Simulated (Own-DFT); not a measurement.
# What a defect does to the pressure of its cell: C40 NbSi2

The numbers are computed, not measured, by runs of the plane-wave DFT program Own-DFT (in-house, retired, unreviewed) at fixed positions, with no spin and no spin-orbit coupling.

All runs used: PBE; PseudoDojo norm-conserving scalar-relativistic files; cutoff 42 hartree; 4 x 4 x 5 k mesh centred on Gamma; cold (Marzari-Vanderbilt) smearing of 0.2 eV.

Limits: forces on such cells failed a check on a denser k mesh; stress not checked against mesh or cutoff.

All runs share one cell, with vectors in Å (0.000, 8.324, 0.000); (-9.613, 0.000, 0.000); (0.000, 0.000, 6.586) and a volume of 527.0 Å³. Atoms were moved at random from their sites; u is the rms move along one axis. The defect's site can differ from row to row.

| cell | formula | u (Å) | P (GPa) |
|---|---|---|---|
| no defect | Nb12Si24 | 0.0195 | 1.53 |
| no defect | Nb12Si24 | 0.0209 | 1.52 |
| no defect | Nb12Si24 | 0.0472 | 2.51 |
| two Nb vacancies | Nb10Si24 | 0.0268 | ? |
| two Nb vacancies | Nb10Si24 | 0.0306 | -0.12 |
| two Nb vacancies | Nb10Si24 | 0.0487 | 0.15 |
| two Nb vacancies | Nb10Si24 | 0.0554 | 0.86 |
| two Nb on a Si site each | Nb14Si22 | 0.0268 | 7.43 |
| two Nb on a Si site each | Nb14Si22 | 0.0492 | 8.32 |
| two Nb on a Si site each | Nb14Si22 | 0.0557 | 8.54 |
| two Si on a Nb site each | Nb10Si26 | 0.0296 | 1.51 |
| two Si on a Nb site each | Nb10Si26 | 0.0298 | 1.83 |
| two Si on a Nb site each | Nb10Si26 | 0.0475 | 2.17 |
| one Si vacancy | Nb12Si23 | 0.0286 | 0.81 |
| one Si vacancy | Nb12Si23 | 0.0454 | 1.36 |
| one Si vacancy | Nb12Si23 | 0.0460 | 1.66 |

## Analysis

P = P0 + c u² + a shift for each defect gives P0 = 1.37 GPa, c = 472 ± 51 GPa/Å² and a scatter of 0.16 GPa. The shifts, and each times the cell's volume:

- two Nb on a Si site each: 5.74 ± 0.14 GPa, 18.9 eV (9.4 eV for each of its 2 sites)
- two Si on a Nb site each: -0.17 ± 0.13 GPa, -0.6 eV (-0.3 eV for each of its 2 sites) (not resolved)
- one Si vacancy: -0.88 ± 0.13 GPa, -2.9 eV
- two Nb vacancies: -2.09 ± 0.14 GPa, -6.9 eV (-3.4 eV for each of its 2 sites)

Positive is outwards. The product with the volume (160.2 GPa Å³ to the eV) is nearly free of the cell's size; divided by the bulk modulus at the cell's pressure it gives the volume that the defect adds. The atoms around the defects weren't relaxed, which would change these numbers.

## Prediction

Asked: what pressure belongs in the blank (two Nb vacancies, u = 0.0268 Å)?

Estimate: -0.37 ± 0.20 GPa. The calculation gave -0.14 GPa.
